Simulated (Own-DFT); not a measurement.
Hf36O71 (tetragonal hafnia with one neutral oxygen vacancy, atoms displaced) (calculated)

A calculation, not a measurement: plane-wave PBE and HSE06 DFT by an unreviewed code, no spin, of a simulated cell at Gamma alone, so results move with cell size and shape, stress positive in tension, energies less offsets, not probed for a lower state with spin; hafnium file: forces about 75 meV/angstrom off all-electron values; oxygen file: force components 24 meV/angstrom off all-electron in a glass; k mesh not checked against a denser one; forces and stress are PBE's, HSE06 gives the energy alone, and its difference from PBE has offsets of its own; offsets are fitted by least squares, one for each functional and potential file, so energies compare only between cells with the same atoms and settings and are not formation energies; the far tail of each file's local potential was reset to the Coulomb form; each entry is a single point on an unrelaxed cell, so the pressure reflects the starting lattice, taken from the Materials Project, from which strain is counted, and rises with the displacements; printed positions are rounded, which can move forces by about a meV/angstrom; the program is a retired in-house code; no spin-orbit coupling. Program: Own-DFT development build.

Settings shared by all entries: first functional PBE; second functional HSE06; exact exchange share 0.25; screening 0.11 1/bohr; exchange divergence Gygi-Baldereschi; potential files PseudoDojo norm-conserving, scalar-relativistic, made for PBE, standard set; wave cutoff 48 hartree; occupations fixed; k mesh 1 x 1 x 1 centred on Gamma.

```json
{"entry": 1, "formula": "Hf36O71", "kind": "tetragonal hafnia with one neutral oxygen vacancy, atoms displaced", "structure": {"cell_angstrom": [[10.78, 0.0, 0.0], [0.0, 10.78, 0.0], [0.0, 0.0, 10.4493]], "atoms_fractional": [["Hf", 0.99621, 0.00275, 0.00286], ["Hf", 0.16769, 0.16939, 0.24897], ["O", 0.99722, 0.16655, 0.15159], ["O", 0.16584, 0.99759, 0.34593], ["O", 0.00105, 0.16436, 0.40279], ["O", 0.16677, 0.00487, 0.09759], ["Hf", 0.00224, 0.99721, 0.50564], ["Hf", 0.16992, 0.16817, 0.75032], ["O", 0.99917, 0.16463, 0.65768], ["O", 0.16994, 0.00235, 0.85058], ["O", 0.99589, 0.16739, 0.90233], ["O", 0.16719, 0.99477, 0.59707], ["Hf", 0.9964, 0.33133, 0.99976], ["Hf", 0.16944, 0.49788, 0.24845], ["O", 0.004, 0.49761, 0.15238], ["O", 0.16872, 0.32836, 0.34779], ["O", 0.99782, 0.50767, 0.40499], ["O", 0.16336, 0.33059, 0.0981], ["Hf", 0.00083, 0.33713, 0.50233], ["Hf", 0.16909, 0.49652, 0.74895], ["O", 0.00328, 0.49817, 0.65125], ["O", 0.16655, 0.33315, 0.84755], ["O", 0.9989, 0.50378, 0.90374], ["O", 0.17003, 0.33686, 0.59692], ["Hf", 0.00314, 0.66485, 0.00364], ["Hf", 0.16236, 0.8349, 0.25036], ["O", 0.99566, 0.83405, 0.15298], ["O", 0.16818, 0.66609, 0.3507], ["O", 0.99975, 0.831, 0.40513], ["O", 0.16266, 0.66618, 0.09728], ["Hf", 0.9949, 0.66775, 0.49973], ["Hf", 0.16322, 0.83425, 0.74766], ["O", 0.00216, 0.83403, 0.65374], ["O", 0.16801, 0.66957, 0.85199], ["O", 0.99891, 0.83009, 0.9043], ["O", 0.17037, 0.66054, 0.6013], ["Hf", 0.33168, 0.99691, 0.9998], ["Hf", 0.49933, 0.16564, 0.2525], ["O", 0.33079, 0.16253, 0.15198], ["O", 0.49717, 0.00242, 0.34476], ["O", 0.33323, 0.16526, 0.40426], ["O", 0.4988, 0.00487, 0.09603], ["Hf", 0.33603, 0.99562, 0.49991], ["Hf", 0.49903, 0.16702, 0.74853], ["O", 0.33676, 0.16711, 0.65407], ["O", 0.49827, 0.00304, 0.85012], ["O", 0.33365, 0.16707, 0.90538], ["O", 0.49575, 0.99966, 0.59773], ["Hf", 0.33281, 0.33157, 0.99807], ["Hf", 0.50083, 0.50643, 0.2463], ["O", 0.33003, 0.50203, 0.1542], ["O", 0.4994, 0.33339, 0.34721], ["O", 0.33287, 0.49853, 0.40005], ["O", 0.4968, 0.33616, 0.09362], ["Hf", 0.33523, 0.33067, 0.50071], ["Hf", 0.49896, 0.4967, 0.75007], ["O", 0.33642, 0.49839, 0.64978], ["O", 0.49941, 0.33253, 0.85208], ["O", 0.49916, 0.33297, 0.5992], ["Hf", 0.33431, 0.66658, 0.00213], ["Hf", 0.49643, 0.83004, 0.25369], ["O", 0.33586, 0.83202, 0.15172], ["O", 0.49838, 0.66349, 0.34665], ["O", 0.33358, 0.84153, 0.40185], ["O", 0.49839, 0.66275, 0.09765], ["Hf", 0.33323, 0.66732, 0.49946], ["Hf", 0.50365, 0.83313, 0.7453], ["O", 0.3345, 0.8326, 0.65115], ["O", 0.50038, 0.66839, 0.84632], ["O", 0.3345, 0.82814, 0.90706], ["O", 0.49275, 0.66092, 0.59979], ["Hf", 0.66959, 0.99779, 0.00154], ["Hf", 0.82729, 0.16212, 0.25042], ["O", 0.66294, 0.16834, 0.1582], ["O", 0.82938, 0.99979, 0.34527], ["O", 0.66517, 0.16768, 0.3963], ["O", 0.82827, 0.99904, 0.09248], ["Hf", 0.66566, 0.00243, 0.50126], ["Hf", 0.8274, 0.17027, 0.7516], ["O", 0.66712, 0.16449, 0.64747], ["O", 0.83099, 0.00137, 0.84906], ["O", 0.66913, 0.16212, 0.89829], ["O", 0.82968, 0.00088, 0.59769], ["Hf", 0.67158, 0.33419, 0.00615], ["Hf", 0.83473, 0.50283, 0.2489], ["O", 0.66808, 0.50099, 0.15195], ["O", 0.8301, 0.33212, 0.35235], ["O", 0.66753, 0.50205, 0.40587], ["O", 0.82837, 0.3365, 0.0995], ["Hf", 0.66535, 0.32988, 0.50095], ["Hf", 0.83349, 0.49764, 0.75276], ["O", 0.6658, 0.49919, 0.65342], ["O", 0.83339, 0.3305, 0.85025], ["O", 0.66412, 0.49883, 0.90065], ["O", 0.83471, 0.33657, 0.59656], ["Hf", 0.66276, 0.6635, 0.00373], ["Hf", 0.83957, 0.83317, 0.25017], ["O", 0.66634, 0.83168, 0.15151], ["O", 0.83526, 0.66759, 0.34985], ["O", 0.66297, 0.83762, 0.3979], ["O", 0.83919, 0.66962, 0.10317], ["Hf", 0.66552, 0.66613, 0.50567], ["Hf", 0.83091, 0.83268, 0.75062], ["O", 0.66646, 0.83137, 0.65388], ["O", 0.8324, 0.66059, 0.84592], ["O", 0.66301, 0.83173, 0.90504], ["O", 0.83101, 0.66545, 0.60444]]}, "results": {"PBE_energy_of_cell_above_offsets [eV]": "-100.661", "HSE06_less_PBE_above_offsets [eV]": "-0.146", "PBE_pressure [GPa]": 0.89, "PBE_stress_xx [GPa]": -1.78, "PBE_stress_yy [GPa]": 0.56, "PBE_stress_zz [GPa]": -1.44, "PBE_stress_yz [GPa]": -0.52, "PBE_stress_xz [GPa]": -0.55, "PBE_stress_xy [GPa]": 0.0, "force_element": ["Hf", "Hf", "O", "O", "O", "O", "Hf", "Hf", "O", "O", "O", "O", "Hf", "Hf", "O", "O", "O", "O", "Hf", "Hf", "O", "O", "O", "O", "Hf", "Hf", "O", "O", "O", "O", "Hf", "Hf", "O", "O", "O", "O", "Hf", "Hf", "O", "O", "O", "O", "Hf", "Hf", "O", "O", "O", "O", "Hf", "Hf", "O", "O", "O", "O", "Hf", "Hf", "O", "O", "O", "Hf", "Hf", "O", "O", "O", "O", "Hf", "Hf", "O", "O", "O", "O", "Hf", "Hf", "O", "O", "O", "O", "Hf", "Hf", "O", "O", "O", "O", "Hf", "Hf", "O", "O", "O", "O", "Hf", "Hf", "O", "O", "O", "O", "Hf", "Hf", "O", "O", "O", "O", "Hf", "Hf", "O", "O", "O", "O"], "force_x [eV/angstrom]": [0.818, -0.367, -0.509, -0.315, -0.122, -0.789, -0.227, -0.304, 0.305, -0.265, 0.217, 0.201, 0.554, -0.206, -0.896, -0.32, 0.029, 0.361, -0.102, 0.18, -0.769, 0.152, -0.07, -0.427, -0.387, 0.86, 1.333, 0.107, -0.119, 1.065, 0.919, 1.202, -1.132, 0.292, -0.156, -0.67, 0.582, -1.016, 0.446, 0.137, -0.033, 0.408, -0.732, 0.27, -0.899, -0.031, -0.216, 1.349, 0.137, -0.579, 0.575, 0.162, -0.025, 0.548, 0.037, 0.079, -0.469, -0.44, 0.452, -1.023, 1.043, -0.909, -0.099, 0.295, 0.289, -1.056, -1.383, -0.172, -0.146, 0.035, 1.587, -2.132, 0.927, 0.6, 0.222, -0.009, 1.211, -0.067, 0.758, -0.497, 0.239, 0.107, 0.47, -2.144, 0.391, 0.029, 0.32, -0.086, 1.379, 0.32, 0.149, 0.224, -0.087, 0.315, -0.367, 0.993, -2.159, -0.13, -0.223, -0.157, -1.081, -0.14, 0.665, 0.054, -0.319, 0.402, 0.187], "force_y [eV/angstrom]": [-0.12, -0.965, -0.093, 0.207, 0.104, -0.752, 1.2, -0.465, 0.088, -0.36, -0.151, 0.314, 0.375, 0.101, -0.131, 1.332, -1.531, 0.046, -0.501, 1.378, -0.14, -0.039, -1.244, -0.406, 0.123, -0.204, 0.566, 0.526, 0.651, 0.244, -0.484, -0.385, -0.018, -0.861, 0.833, 0.554, 0.295, 0.211, 0.486, -0.69, -0.102, -0.292, 1.245, -0.093, 0.106, -0.729, -0.007, -0.11, 0.342, -1.899, 0.045, 0.499, 0.116, 0.115, 0.493, 0.319, -0.259, -0.072, -0.202, -0.424, 1.332, -0.13, 0.882, -2.19, -0.142, -0.446, 0.33, 0.079, -0.672, 0.816, 0.636, -0.134, 0.999, 0.164, -0.239, -0.532, 0.257, -0.115, -1.03, 0.329, -0.615, 1.12, -0.482, -0.433, -0.476, 0.226, 0.27, 0.027, -0.038, 0.825, 0.299, 0.075, 0.743, -0.223, -0.341, 0.545, -0.404, -0.238, 0.227, -0.861, -0.544, -0.132, -0.276, 0.003, 1.199, -0.17, 0.295], "force_z [eV/angstrom]": [-0.742, -0.077, -0.021, 0.1, 0.733, -0.013, -0.686, 0.242, -0.263, -0.603, 0.314, 0.229, 0.244, 0.859, 0.278, 0.172, -0.433, -0.229, -0.62, 0.052, 0.335, 0.128, -0.141, 0.232, -1.005, -0.041, -0.106, -0.555, -0.43, 0.727, 0.869, 1.116, -0.285, -0.623, -0.042, -0.446, 0.027, -0.603, 0.363, 0.557, 0.094, 0.087, -0.032, 1.176, -0.132, -0.996, -0.495, 0.134, 0.114, 0.501, -0.711, -0.053, 0.351, 0.428, -0.686, 0.493, 0.839, -0.787, 0.08, -0.979, -0.541, 0.405, 0.508, -0.468, 0.468, -0.064, 1.608, 0.12, 0.157, -0.354, -0.395, -0.766, 0.7, -1.161, 0.185, 0.961, 1.285, -0.921, 0.024, -0.113, -0.499, 0.599, -0.061, -1.366, 0.736, -0.067, -0.817, -0.108, 0.395, -0.679, -0.4, -0.017, 0.238, 0.636, 0.529, -0.68, 0.217, 0.363, 0.249, 1.283, -0.284, -0.568, 1.023, -0.648, 0.294, -0.388, -0.661]}}
{"entry": 2, "formula": "Hf36O71", "kind": "tetragonal hafnia with one neutral oxygen vacancy, atoms displaced", "structure": {"cell_angstrom": [[10.78, 0.0, 0.0], [0.0, 10.78, 0.0], [0.0, 0.0, 10.4493]], "atoms_fractional": [["Hf", 0.00279, 0.99875, 0.0043], ["Hf", 0.16519, 0.16705, 0.24921], ["O", 0.00135, 0.16251, 0.15297], ["O", 0.16172, 0.00315, 0.34736], ["O", 0.00241, 0.16881, 0.40605], ["O", 0.16556, 0.99803, 0.09786], ["Hf", 0.9992, 0.99977, 0.49922], ["Hf", 0.16695, 0.16729, 0.74512], ["O", 0.00122, 0.16679, 0.65403], ["O", 0.16138, 0.99936, 0.84893], ["O", 0.00058, 0.17058, 0.90527], ["O", 0.17184, 0.9957, 0.59659], ["Hf", 0.99884, 0.32896, 0.00336], ["Hf", 0.16747, 0.49901, 0.24536], ["O", 0.00237, 0.50414, 0.14625], ["O", 0.16466, 0.33595, 0.35165], ["O", 0.99955, 0.49781, 0.40154], ["O", 0.1682, 0.33207, 0.09788], ["Hf", 0.00247, 0.33354, 0.5], ["Hf", 0.16276, 0.49919, 0.74994], ["O", 0.0015, 0.50394, 0.65303], ["O", 0.1699, 0.33193, 0.84883], ["O", 0.99938, 0.50021, 0.90088], ["O", 0.16733, 0.32982, 0.60297], ["Hf", 0.00112, 0.66846, 0.99723], ["Hf", 0.16807, 0.83838, 0.24554], ["O", 0.99875, 0.82939, 0.15524], ["O", 0.16267, 0.67207, 0.35397], ["O", 0.00304, 0.83477, 0.39879], ["O", 0.16615, 0.66994, 0.09404], ["Hf", 0.99521, 0.66706, 0.49418], ["Hf", 0.16475, 0.83219, 0.75306], ["O", 0.0062, 0.83281, 0.65046], ["O", 0.16262, 0.66607, 0.84618], ["O", 0.99904, 0.83241, 0.90632], ["O", 0.16824, 0.66378, 0.59945], ["Hf", 0.33303, 0.00212, 0.00133], ["Hf", 0.50223, 0.16627, 0.24696], ["O", 0.33192, 0.16166, 0.14846], ["O", 0.50428, 0.00301, 0.3446], ["O", 0.33712, 0.16829, 0.40574], ["O", 0.49763, 0.00579, 0.10028], ["Hf", 0.33339, 0.9975, 0.50337], ["Hf", 0.50063, 0.16613, 0.75415], ["O", 0.33399, 0.16336, 0.6541], ["O", 0.49985, 0.00126, 0.84772], ["O", 0.33745, 0.16874, 0.904], ["O", 0.50355, 0.00469, 0.59614], ["Hf", 0.33397, 0.33365, 0.99946], ["Hf", 0.49784, 0.5012, 0.25052], ["O", 0.3321, 0.49474, 0.15335], ["O", 0.49677, 0.3309, 0.34726], ["O", 0.33087, 0.50122, 0.40547], ["O", 0.49913, 0.33314, 0.09601], ["Hf", 0.33428, 0.32691, 0.49658], ["Hf", 0.49837, 0.49802, 0.74896], ["O", 0.33105, 0.50255, 0.65372], ["O", 0.49853, 0.33368, 0.84553], ["O", 0.33637, 0.49915, 0.90193], ["O", 0.50455, 0.33126, 0.59774], ["Hf", 0.33271, 0.66479, 0.00037], ["Hf", 0.49596, 0.82839, 0.25074], ["O", 0.33326, 0.8359, 0.15742], ["O", 0.5016, 0.66481, 0.35513], ["O", 0.33371, 0.83263, 0.40546], ["O", 0.49954, 0.67108, 0.09965], ["Hf", 0.325, 0.66784, 0.50065], ["Hf", 0.49365, 0.83475, 0.74974], ["O", 0.33281, 0.83109, 0.65114], ["O", 0.49863, 0.66773, 0.84927], ["O", 0.33339, 0.83442, 0.90458], ["O", 0.49649, 0.66502, 0.59557], ["Hf", 0.66589, 0.99933, 0.99972], ["Hf", 0.83256, 0.17056, 0.24678], ["O", 0.67172, 0.1615, 0.15174], ["O", 0.83112, 0.99814, 0.347], ["O", 0.66873, 0.16742, 0.40008], ["O", 0.82845, 0.00302, 0.09745], ["Hf", 0.66211, 0.99898, 0.50167], ["Hf", 0.82552, 0.16349, 0.74946], ["O", 0.66596, 0.16861, 0.65374], ["O", 0.82919, 0.99544, 0.84847], ["O", 0.66688, 0.16369, 0.90137], ["O", 0.83424, 2e-05, 0.59435], ["Hf", 0.6668, 0.3373, 0.9971], ["Hf", 0.83274, 0.49549, 0.24792], ["O", 0.66594, 0.49938, 0.15279], ["O", 0.82674, 0.33671, 0.34996], ["O", 0.66245, 0.50102, 0.40669], ["O", 0.83497, 0.33192, 0.10016], ["Hf", 0.66603, 0.33542, 0.49217], ["Hf", 0.83107, 0.50364, 0.75055], ["O", 0.83046, 0.33213, 0.84737], ["O", 0.66955, 0.49903, 0.8996], ["O", 0.83426, 0.3361, 0.59341], ["Hf", 0.663, 0.67032, 0.0009], ["Hf", 0.83328, 0.83034, 0.2515], ["O", 0.66071, 0.83819, 0.14741], ["O", 0.83525, 0.66917, 0.35253], ["O", 0.66575, 0.83283, 0.39972], ["O", 0.83689, 0.66429, 0.10353], ["Hf", 0.66939, 0.66898, 0.50246], ["Hf", 0.83193, 0.83347, 0.74861], ["O", 0.66733, 0.8315, 0.6509], ["O", 0.83316, 0.66889, 0.84472], ["O", 0.66199, 0.828, 0.90501], ["O", 0.83329, 0.66415, 0.59999]]}, "results": {"PBE_energy_of_cell_above_offsets [eV]": "-101.052", "HSE06_less_PBE_above_offsets [eV]": "-0.151", "PBE_pressure [GPa]": 0.79, "PBE_stress_xx [GPa]": -0.78, "PBE_stress_yy [GPa]": -0.29, "PBE_stress_zz [GPa]": -1.28, "PBE_stress_yz [GPa]": 0.17, "PBE_stress_xz [GPa]": -0.03, "PBE_stress_xy [GPa]": 0.05, "force_element": ["Hf", "Hf", "O", "O", "O", "O", "Hf", "Hf", "O", "O", "O", "O", "Hf", "Hf", "O", "O", "O", "O", "Hf", "Hf", "O", "O", "O", "O", "Hf", "Hf", "O", "O", "O", "O", "Hf", "Hf", "O", "O", "O", "O", "Hf", "Hf", "O", "O", "O", "O", "Hf", "Hf", "O", "O", "O", "O", "Hf", "Hf", "O", "O", "O", "O", "Hf", "Hf", "O", "O", "O", "O", "Hf", "Hf", "O", "O", "O", "O", "Hf", "Hf", "O", "O", "O", "O", "Hf", "Hf", "O", "O", "O", "O", "Hf", "Hf", "O", "O", "O", "O", "Hf", "Hf", "O", "O", "O", "O", "Hf", "Hf", "O", "O", "O", "Hf", "Hf", "O", "O", "O", "O", "Hf", "Hf", "O", "O", "O", "O"], "force_x [eV/angstrom]": [-1.076, 0.455, -0.09, 0.539, -0.278, 0.291, 0.24, -0.361, -0.606, 0.213, -0.177, -0.851, 0.646, -0.649, -0.235, 0.267, -0.221, -0.396, -0.019, 0.424, -0.55, -0.013, -0.05, 0.111, -0.518, -0.99, 0.235, 0.316, -0.517, 0.71, 1.249, 0.192, -1.347, 0.344, 0.072, -1.126, 0.468, 0.05, -0.267, -0.31, -0.427, 0.091, 0.329, -0.104, 0.307, -0.112, -0.078, -1.139, -0.37, 0.141, 0.354, 0.15, 0.079, 0.592, 0.133, 0.038, 0.312, 0.36, -0.113, -0.704, 0.132, 1.205, -0.002, -0.187, 0.105, -0.615, 0.832, 0.885, -0.043, -0.065, -0.008, 0.75, -0.137, -0.31, -1.005, 0.534, -0.107, 1.305, 1.224, 1.104, -0.024, 0.029, -0.113, -0.329, 0.097, 0.71, -0.205, 0.372, 0.236, -0.423, 0.365, -0.032, -0.123, -0.2, -0.424, 0.854, -0.625, 0.659, -0.093, -0.023, -1.124, -1.359, 0.403, -0.46, 0.005, 0.218, 0.0], "force_y [eV/angstrom]": [0.447, 0.409, 0.279, -0.112, -0.102, -0.188, -0.038, 0.347, -0.344, 0.242, -1.194, 0.34, 1.095, 0.52, -0.565, -0.492, 0.309, -0.009, 0.173, -0.195, -0.265, -0.018, -0.467, -0.044, -1.027, -0.665, 0.587, -0.714, 0.168, -0.051, -0.148, 0.06, 0.086, 0.153, 0.618, 0.285, 0.496, -0.596, 0.331, -0.699, -1.279, -0.136, 0.341, 0.51, 0.07, -0.64, -0.657, -0.496, -0.13, -0.074, 0.601, 0.745, -0.528, -0.105, 1.778, 0.768, -0.404, -0.058, 0.466, 0.536, 0.047, 0.605, -0.1, 0.095, 0.78, -0.519, -0.916, -0.967, 0.464, -0.237, -0.274, -0.043, -0.442, -1.284, 0.687, 0.499, -0.272, -0.296, 0.178, 0.545, -0.433, 0.372, 0.801, -0.073, -0.63, 1.284, -0.202, -0.484, 0.42, 0.175, -0.507, -0.742, 0.013, 0.582, 0.226, -0.418, 0.761, -0.58, -0.923, 0.18, 0.259, -0.142, -0.116, 0.302, 0.056, 1.063, -0.113], "force_z [eV/angstrom]": [-0.78, 0.452, 0.029, -0.213, -0.522, 0.302, -0.125, 0.801, 0.044, -0.02, 0.156, 0.093, -1.167, 1.306, 0.885, -0.721, -0.375, 0.445, 0.822, -0.199, -0.231, -0.005, 0.306, -0.596, 0.378, 1.347, -0.479, -1.387, 0.459, 0.474, 0.503, -0.424, 0.214, 0.446, -0.453, 0.072, -0.091, -0.07, 0.797, 0.281, -0.723, -0.73, -0.496, -0.603, -0.148, 0.023, -0.168, 0.63, -0.422, 1.022, -0.31, -0.353, -0.625, 0.038, 1.165, -0.938, 0.355, 0.454, 0.569, -0.147, -0.784, 0.823, -0.74, -1.496, -0.544, 0.318, 0.29, 0.11, 0.392, -0.085, -0.001, 0.426, 0.515, 1.069, -0.188, -0.32, 0.091, -0.26, -1.398, 0.148, -0.219, -0.245, 0.094, 0.506, -0.206, 0.041, 0.01, -0.755, -0.261, 0.231, 1.305, -0.509, -0.045, 0.145, 0.258, 0.12, -0.22, 0.575, -0.137, 0.281, -0.732, 0.179, -0.234, 0.222, 0.508, -0.628, 0.004]}}
```
